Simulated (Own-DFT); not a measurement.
Simulation results for Ge (diamond germanium with one vacancy, atoms displaced), Ge (diamond germanium with added atoms, atoms displaced), Si (diamond silicon with added atoms, atoms displaced)

All values are calculated (Own-DFT development build). A calculation, not a measurement: plane-wave PBE density functional theory by an unreviewed code, no spin, of a simulated periodic cell, stress positive in tension, free energy of the whole cell less one offset for each atom, defect cell not probed for a lower state with spin, k mesh not checked against a denser one; offsets are fitted by least squares, one for each functional and potential file, so energies compare only between cells with the same atoms and settings and are not formation energies; the far tail of each file's local potential was reset to the Coulomb form; each entry is a single point on an unrelaxed cell, so the pressure reflects the starting lattice, mostly measured values (interpolated for alloys), from which strain is counted, and rises with the displacements; printed positions are rounded, which can move forces by about a meV/angstrom; the program, named Own-DFT, is a retired in-house code; no spin-orbit coupling; before rounding, a Quantum ESPRESSO 7.3.1 run of the same cell and cutoff gave forces within 1 meV/angstrom rms on each cell, which checks the program and not the settings.

Common to all runs: functional PBE; potential files PseudoDojo norm-conserving, scalar-relativistic, standard set; occupations Fermi-Dirac; smearing width 0.1 eV.

(1) Ge (diamond germanium with one vacancy, atoms displaced)

```cif
# cell vector a (Å): 0.0000 5.6580 5.6580
# cell vector b (Å): 5.6580 0.0000 5.6580
# cell vector c (Å): 5.6580 5.6580 0.0000
data_Ge
_symmetry_space_group_name_H-M 'P 1'
_symmetry_Int_Tables_number 1
_cell_length_a 8.0016
_cell_length_b 8.0016
_cell_length_c 8.0016
_cell_angle_alpha 60.000
_cell_angle_beta 60.000
_cell_angle_gamma 60.000
_cell_volume 362.26
loop_
_atom_site_label
_atom_site_type_symbol
_atom_site_fract_x
_atom_site_fract_y
_atom_site_fract_z
_atom_site_occupancy
Ge1 Ge 0.99780 0.99837 0.00383 1
Ge2 Ge 0.49628 0.99842 0.00459 1
Ge3 Ge 0.00275 0.49907 0.99637 1
Ge4 Ge 0.00141 0.99397 0.50203 1
Ge5 Ge 0.12811 0.12145 0.12583 1
Ge6 Ge 0.62987 0.12147 0.12492 1
Ge7 Ge 0.12747 0.62701 0.12299 1
Ge8 Ge 0.12471 0.11813 0.62697 1
Ge9 Ge 0.50914 0.50224 0.49523 1
Ge10 Ge 0.00251 0.50191 0.50216 1
Ge11 Ge 0.50224 0.00015 0.49167 1
Ge12 Ge 0.63115 0.62063 0.62263 1
Ge13 Ge 0.12254 0.63592 0.62383 1
Ge14 Ge 0.62555 0.12677 0.63057 1
Ge15 Ge 0.61679 0.62791 0.12952 1
```

- wave cutoff: 42 hartree
- k mesh: 5 x 5 x 5 centred on Gamma
- free energy of cell above offsets: -0.425 eV
- pressure: 2.71 GPa
- stress xx: -2.85 GPa
- stress yy: -2.78 GPa
- stress zz: -2.5 GPa
- stress yz: 0.59 GPa
- stress xz: -0.02 GPa
- stress xy: 0.04 GPa

Force:
| element | x (eV/Å) | y (eV/Å) | z (eV/Å) |
| --- | --- | --- | --- |
| Ge | -0.249 | 0.067 | 0.413 |
| Ge | -0.05 | 0.124 | 0.401 |
| Ge | 0.407 | -0.002 | -0.23 |
| Ge | 0.633 | -0.695 | 0.519 |
| Ge | 0.317 | -0.333 | -0.137 |
| Ge | 0.322 | -0.795 | 0.259 |
| Ge | -0.4 | 0.481 | -0.008 |
| Ge | 0.278 | 0.005 | 0.465 |
| Ge | 0.35 | -0.16 | -0.804 |
| Ge | -0.448 | 0.198 | -0.051 |
| Ge | 0.664 | 0.666 | -0.139 |
| Ge | 0.75 | 0.268 | -0.037 |
| Ge | -1.02 | 0.838 | -0.389 |
| Ge | -0.491 | -0.458 | -0.294 |
| Ge | -1.06 | -0.205 | 0.032 |

(2) Ge (diamond germanium with added atoms, atoms displaced)

```cif
# cell vector a (Å): 0.0000 5.6580 5.6580
# cell vector b (Å): 5.6580 0.0000 5.6580
# cell vector c (Å): 5.6580 5.6580 0.0000
data_Ge
_symmetry_space_group_name_H-M 'P 1'
_symmetry_Int_Tables_number 1
_cell_length_a 8.0016
_cell_length_b 8.0016
_cell_length_c 8.0016
_cell_angle_alpha 60.000
_cell_angle_beta 60.000
_cell_angle_gamma 60.000
_cell_volume 362.26
loop_
_atom_site_label
_atom_site_type_symbol
_atom_site_fract_x
_atom_site_fract_y
_atom_site_fract_z
_atom_site_occupancy
Ge1 Ge 0.00062 0.99251 0.00452 1
Ge2 Ge 0.49589 0.99453 0.00087 1
Ge3 Ge 0.99844 0.50195 0.99718 1
Ge4 Ge 0.99688 0.00862 0.50816 1
Ge5 Ge 0.12225 0.12888 0.13643 1
Ge6 Ge 0.62822 0.11134 0.12475 1
Ge7 Ge 0.12208 0.63340 0.12397 1
Ge8 Ge 0.13668 0.11556 0.61839 1
Ge9 Ge 0.50867 0.49593 0.50639 1
Ge10 Ge 0.99800 0.49723 0.49141 1
Ge11 Ge 0.50651 0.99306 0.48598 1
Ge12 Ge 0.49854 0.49006 0.99502 1
Ge13 Ge 0.63455 0.62359 0.61976 1
Ge14 Ge 0.13849 0.61668 0.62896 1
Ge15 Ge 0.61752 0.12238 0.62846 1
Ge16 Ge 0.61508 0.63233 0.11970 1
Ge17 Ge 0.25250 0.23808 0.25786 1
```

- wave cutoff: 42 hartree
- k mesh: 5 x 5 x 5 centred on Gamma
- free energy of cell above offsets: 1.964 eV
- pressure: 11.25 GPa
- stress xx: -11.13 GPa
- stress yy: -11.35 GPa
- stress zz: -11.28 GPa
- stress yz: 0.36 GPa
- stress xz: 0.89 GPa
- stress xy: -0.05 GPa

Force:
| element | x (eV/Å) | y (eV/Å) | z (eV/Å) |
| --- | --- | --- | --- |
| Ge | 0.503 | -0.281 | 1.103 |
| Ge | -0.498 | -0.362 | 0.221 |
| Ge | 0.573 | -0.676 | -0.137 |
| Ge | -0.837 | -0.193 | -2.229 |
| Ge | -1.418 | -1.598 | -1.351 |
| Ge | -1.015 | 0.163 | 1.312 |
| Ge | -0.572 | -0.31 | -0.026 |
| Ge | 2.262 | 1.622 | -0.867 |
| Ge | -0.623 | -0.652 | 0.093 |
| Ge | 1.015 | 1.291 | 0.578 |
| Ge | 0.66 | 1.632 | 0.048 |
| Ge | 0.322 | 0.254 | 0.956 |
| Ge | 0.298 | -0.003 | -0.471 |
| Ge | -0.119 | -1.081 | 0.041 |
| Ge | -0.283 | -0.083 | 0.252 |
| Ge | -0.543 | 0.951 | -0.752 |
| Ge | 0.276 | -0.675 | 1.229 |

(3) Si (diamond silicon with added atoms, atoms displaced)

```cif
# cell vector a (Å): 10.8620 0.0000 0.0000
# cell vector b (Å): 0.0000 10.8620 0.0000
# cell vector c (Å): 0.0000 0.0000 10.8620
data_Si
_symmetry_space_group_name_H-M 'P 1'
_symmetry_Int_Tables_number 1
_cell_length_a 10.8620
_cell_length_b 10.8620
_cell_length_c 10.8620
_cell_angle_alpha 90.000
_cell_angle_beta 90.000
_cell_angle_gamma 90.000
_cell_volume 1281.53
loop_
_atom_site_label
_atom_site_type_symbol
_atom_site_fract_x
_atom_site_fract_y
_atom_site_fract_z
_atom_site_occupancy
Si1 Si 0.99486 0.99629 0.99533 1
Si2 Si 0.00280 0.25042 0.25035 1
Si3 Si 0.26072 0.99847 0.25825 1
Si4 Si 0.24926 0.25082 0.99291 1
Si5 Si 0.11633 0.12299 0.12500 1
Si6 Si 0.12426 0.36848 0.37805 1
Si7 Si 0.38076 0.13661 0.36301 1
Si8 Si 0.37482 0.37249 0.12831 1
Si9 Si 0.00760 0.00660 0.49395 1
Si10 Si 0.00412 0.25321 0.75302 1
Si11 Si 0.26387 0.00029 0.74693 1
Si12 Si 0.24448 0.24774 0.49305 1
Si13 Si 0.13032 0.11321 0.62349 1
Si14 Si 0.12261 0.37535 0.87342 1
Si15 Si 0.36995 0.13042 0.86852 1
Si16 Si 0.37884 0.36957 0.61948 1
Si17 Si 0.00980 0.50336 0.00125 1
Si18 Si 0.99898 0.74431 0.25010 1
Si19 Si 0.24095 0.50276 0.24489 1
Si20 Si 0.25177 0.75535 0.00011 1
Si21 Si 0.12701 0.62676 0.12725 1
Si22 Si 0.12635 0.86990 0.37279 1
Si23 Si 0.37595 0.63000 0.38225 1
Si24 Si 0.37927 0.87105 0.12168 1
Si25 Si 0.00068 0.49683 0.48867 1
Si26 Si 0.99834 0.75622 0.75016 1
Si27 Si 0.24867 0.50047 0.74268 1
Si28 Si 0.25411 0.74971 0.50951 1
Si29 Si 0.11906 0.62730 0.62916 1
Si30 Si 0.12950 0.87651 0.87852 1
Si31 Si 0.36844 0.62145 0.87393 1
Si32 Si 0.37479 0.87663 0.61719 1
Si33 Si 0.49715 0.00511 0.99739 1
Si34 Si 0.49599 0.24703 0.25059 1
Si35 Si 0.75589 0.99310 0.24946 1
Si36 Si 0.74724 0.24203 0.00134 1
Si37 Si 0.61809 0.12230 0.11855 1
Si38 Si 0.62813 0.37460 0.37360 1
Si39 Si 0.87304 0.12008 0.37072 1
Si40 Si 0.87162 0.37686 0.12921 1
Si41 Si 0.49843 0.99528 0.49921 1
Si42 Si 0.50096 0.25835 0.75492 1
Si43 Si 0.75363 0.00618 0.74796 1
Si44 Si 0.75025 0.24793 0.50349 1
Si45 Si 0.62424 0.12601 0.62069 1
Si46 Si 0.62828 0.37197 0.87119 1
Si47 Si 0.87242 0.13408 0.87415 1
Si48 Si 0.87191 0.37274 0.62891 1
Si49 Si 0.50065 0.50466 0.00574 1
Si50 Si 0.50210 0.74920 0.24516 1
Si51 Si 0.75635 0.49985 0.25204 1
Si52 Si 0.75426 0.74591 0.00489 1
Si53 Si 0.63223 0.62711 0.13258 1
Si54 Si 0.62737 0.87642 0.37750 1
Si55 Si 0.88390 0.62633 0.37205 1
Si56 Si 0.87234 0.87100 0.12489 1
Si57 Si 0.49994 0.49163 0.50209 1
Si58 Si 0.50815 0.75722 0.74612 1
Si59 Si 0.75668 0.49437 0.74848 1
Si60 Si 0.75499 0.74667 0.49304 1
Si61 Si 0.62280 0.62399 0.62382 1
Si62 Si 0.63245 0.87094 0.87187 1
Si63 Si 0.88403 0.62483 0.87143 1
Si64 Si 0.87311 0.87321 0.62675 1
Si65 Si 0.25257 0.25636 0.25425 1
```

- wave cutoff: 20 hartree
- k mesh: 3 x 3 x 3 centred on Gamma
- free energy of cell above offsets: 1.031 eV
- pressure: 3.49 GPa
- stress xx: -3.55 GPa
- stress yy: -3.51 GPa
- stress zz: -3.4 GPa
- stress yz: -0.41 GPa
- stress xz: -0.01 GPa
- stress xy: -0.01 GPa

Force:
| element | x (eV/Å) | y (eV/Å) | z (eV/Å) |
| --- | --- | --- | --- |
| Si | -0.238 | 0.279 | 0.03 |
| Si | -1.425 | -0.124 | 0.003 |
| Si | -1.023 | -0.679 | -1.242 |
| Si | -0.512 | -0.116 | 0.586 |
| Si | 1.021 | -0.621 | -0.471 |
| Si | -0.974 | 1.598 | -0.159 |
| Si | -0.022 | -3.082 | 3.532 |
| Si | 0.548 | 1.237 | -1.528 |
| Si | -1.082 | -1.561 | 0.112 |
| Si | -0.153 | -0.828 | -0.936 |
| Si | -1.334 | -0.648 | 0.181 |
| Si | 1.084 | -0.642 | 1.714 |
| Si | -0.098 | 1.347 | 0.624 |
| Si | 0.853 | 0.657 | 0.019 |
| Si | 1.17 | -0.014 | 0.601 |
| Si | -1.065 | 0.079 | 0.422 |
| Si | -1.162 | -0.438 | 0.037 |
| Si | 0.578 | 1.109 | -0.672 |
| Si | 1.4 | -0.016 | 1.503 |
| Si | -0.124 | -0.959 | 0.084 |
| Si | -0.239 | 0.798 | -0.919 |
| Si | 0.39 | 0.196 | 0.547 |
| Si | 0.103 | -0.91 | -0.791 |
| Si | 0.027 | 0.963 | 0.206 |
| Si | -0.279 | 0.331 | 2.034 |
| Si | 0.515 | -0.007 | 0.286 |
| Si | 0.013 | -0.61 | 0.233 |
| Si | -1.367 | -0.372 | -0.893 |
| Si | 0.129 | -0.317 | -0.8 |
| Si | -0.099 | 0.413 | -0.923 |
| Si | 0.961 | 0.728 | -0.152 |
| Si | 0.82 | -0.236 | 1.182 |
| Si | -0.178 | -1.105 | -1.047 |
| Si | 2.848 | 1.608 | -1.382 |
| Si | -1.309 | 0.673 | -0.318 |
| Si | -0.058 | 1.346 | 0.278 |
| Si | 0.856 | -0.202 | 1.306 |
| Si | -0.028 | -0.206 | 0.136 |
| Si | 0.393 | 0.872 | 0.49 |
| Si | 0.807 | -0.424 | -1.148 |
| Si | 0.465 | 1.146 | -0.484 |
| Si | -0.169 | -1.247 | -1.079 |
| Si | -0.349 | -0.395 | 0.042 |
| Si | 0.191 | 0 | -0.855 |
| Si | -0.654 | -0.18 | 0.801 |
| Si | 0.235 | 0.929 | 1.357 |
| Si | 0.7 | -0.976 | -0.167 |
| Si | 1.236 | -0.263 | -1.147 |
| Si | 0.473 | -0.209 | -0.646 |
| Si | 0.025 | 0.203 | 1.155 |
| Si | -0.496 | 0.309 | 0.448 |
| Si | -0.168 | -0.237 | -1.116 |
| Si | -0.36 | -0.595 | -0.534 |
| Si | -0.125 | -0.478 | -0.619 |
| Si | -1.03 | -0.565 | 0.22 |
| Si | 0.94 | -0.03 | -0.052 |
| Si | 0.336 | 1.034 | -0.695 |
| Si | -1.219 | -0.854 | 0.124 |
| Si | -0.889 | 1.351 | 0.471 |
| Si | -0.418 | -0.021 | 0.9 |
| Si | 0.821 | -0.375 | -0.184 |
| Si | -0.008 | 1.088 | 0.784 |
| Si | -0.611 | -0.263 | 0.63 |
| Si | 0.347 | 0.872 | -1.019 |
| Si | -1.019 | -0.361 | -1.098 |

(4) Ge (diamond germanium with added atoms, atoms displaced)

```cif
# cell vector a (Å): 0.0000 5.6580 5.6580
# cell vector b (Å): 5.6580 0.0000 5.6580
# cell vector c (Å): 5.6580 5.6580 0.0000
data_Ge
_symmetry_space_group_name_H-M 'P 1'
_symmetry_Int_Tables_number 1
_cell_length_a 8.0016
_cell_length_b 8.0016
_cell_length_c 8.0016
_cell_angle_alpha 60.000
_cell_angle_beta 60.000
_cell_angle_gamma 60.000
_cell_volume 362.26
loop_
_atom_site_label
_atom_site_type_symbol
_atom_site_fract_x
_atom_site_fract_y
_atom_site_fract_z
_atom_site_occupancy
Ge1 Ge 0.00467 0.99206 0.00293 1
Ge2 Ge 0.50420 0.99612 0.99494 1
Ge3 Ge 0.00211 0.49525 0.00096 1
Ge4 Ge 0.99961 0.00240 0.49376 1
Ge5 Ge 0.12690 0.12342 0.11979 1
Ge6 Ge 0.62746 0.12636 0.12253 1
Ge7 Ge 0.12647 0.62825 0.12419 1
Ge8 Ge 0.12435 0.12901 0.62945 1
Ge9 Ge 0.49969 0.50139 0.49091 1
Ge10 Ge 0.00653 0.49555 0.49849 1
Ge11 Ge 0.50256 0.98980 0.50343 1
Ge12 Ge 0.50173 0.49696 0.99933 1
Ge13 Ge 0.62303 0.63383 0.61909 1
Ge14 Ge 0.13181 0.61999 0.61815 1
Ge15 Ge 0.62495 0.11643 0.63161 1
Ge16 Ge 0.62329 0.62905 0.12917 1
Ge17 Ge 0.25330 0.25130 0.24326 1
```

- wave cutoff: 42 hartree
- k mesh: 5 x 5 x 5 centred on Gamma
- free energy of cell above offsets: 1.356 eV
- pressure: 10.45 GPa
- stress xx: -10.48 GPa
- stress yy: -10.43 GPa
- stress zz: -10.45 GPa
- stress yz: 1.22 GPa
- stress xz: -0.29 GPa
- stress xy: 0.86 GPa

Force:
| element | x (eV/Å) | y (eV/Å) | z (eV/Å) |
| --- | --- | --- | --- |
| Ge | 0.278 | -0.499 | 0.135 |
| Ge | 0.015 | 0.225 | -0.029 |
| Ge | 0.1 | -1.086 | 0.337 |
| Ge | 0.114 | 0.542 | -0.738 |
| Ge | -0.671 | -0.45 | -0.638 |
| Ge | -0.9 | 0.956 | 0.396 |
| Ge | 0.255 | -0.512 | 0.305 |
| Ge | -0.167 | 0.525 | -0.951 |
| Ge | 0.309 | 1.112 | -0.269 |
| Ge | 1.122 | -0.581 | -0.111 |
| Ge | 0.706 | -0.06 | 0.765 |
| Ge | 0.217 | -0.09 | 1.331 |
| Ge | -1.029 | 0.709 | -0.937 |
| Ge | 0.709 | 0.005 | 0.095 |
| Ge | -0.237 | -0.791 | 0.702 |
| Ge | -0.954 | -0.211 | -0.052 |
| Ge | 0.133 | 0.203 | -0.342 |

(5) Ge (diamond germanium with added atoms, atoms displaced)

```cif
# cell vector a (Å): 0.0000 5.6580 5.6580
# cell vector b (Å): 5.6580 0.0000 5.6580
# cell vector c (Å): 5.6580 5.6580 0.0000
data_Ge
_symmetry_space_group_name_H-M 'P 1'
_symmetry_Int_Tables_number 1
_cell_length_a 8.0016
_cell_length_b 8.0016
_cell_length_c 8.0016
_cell_angle_alpha 60.000
_cell_angle_beta 60.000
_cell_angle_gamma 60.000
_cell_volume 362.26
loop_
_atom_site_label
_atom_site_type_symbol
_atom_site_fract_x
_atom_site_fract_y
_atom_site_fract_z
_atom_site_occupancy
Ge1 Ge 0.00316 0.00297 0.99251 1
Ge2 Ge 0.50465 0.98978 0.00491 1
Ge3 Ge 0.99880 0.50276 0.00182 1
Ge4 Ge 0.99991 0.99825 0.49411 1
Ge5 Ge 0.12993 0.12687 0.12581 1
Ge6 Ge 0.63116 0.12080 0.12091 1
Ge7 Ge 0.13046 0.62594 0.12489 1
Ge8 Ge 0.12387 0.12889 0.62088 1
Ge9 Ge 0.50209 0.49635 0.50625 1
Ge10 Ge 0.99494 0.50248 0.50554 1
Ge11 Ge 0.50279 0.99885 0.50557 1
Ge12 Ge 0.50052 0.50586 0.99396 1
Ge13 Ge 0.62740 0.62245 0.62583 1
Ge14 Ge 0.12130 0.61903 0.62939 1
Ge15 Ge 0.63165 0.11843 0.62382 1
Ge16 Ge 0.62230 0.62870 0.13061 1
Ge17 Ge 0.24533 0.24989 0.25422 1
```

- wave cutoff: 42 hartree
- k mesh: 5 x 5 x 5 centred on Gamma
- free energy of cell above offsets: 1.294 eV
- pressure: 10.55 GPa
- stress xx: -10.6 GPa
- stress yy: -10.5 GPa
- stress zz: -10.56 GPa
- stress yz: -0.08 GPa
- stress xz: 0.08 GPa
- stress xy: -0.27 GPa

Force:
| element | x (eV/Å) | y (eV/Å) | z (eV/Å) |
| --- | --- | --- | --- |
| Ge | 0.19 | 0.402 | 0.086 |
| Ge | -0.49 | -0.592 | 0.603 |
| Ge | 0.174 | -0.746 | -0.05 |
| Ge | 0.022 | 0.614 | -0.867 |
| Ge | -1.297 | -1.315 | -0.893 |
| Ge | 0.086 | 0.454 | 0.479 |
| Ge | 0.879 | -0.825 | 0.452 |
| Ge | 0.548 | 0.86 | -0.922 |
| Ge | -0.127 | -0.283 | -0.334 |
| Ge | 0.24 | -0.17 | 0.169 |
| Ge | -0.463 | 0.178 | -0.11 |
| Ge | -0.011 | 0.773 | 0.533 |
| Ge | 0.202 | -0.406 | 0.08 |
| Ge | 0.148 | 0.291 | 0.666 |
| Ge | 0.691 | 0.071 | 0.027 |
| Ge | -0.621 | 0.417 | -0.629 |
| Ge | -0.171 | 0.277 | 0.71 |
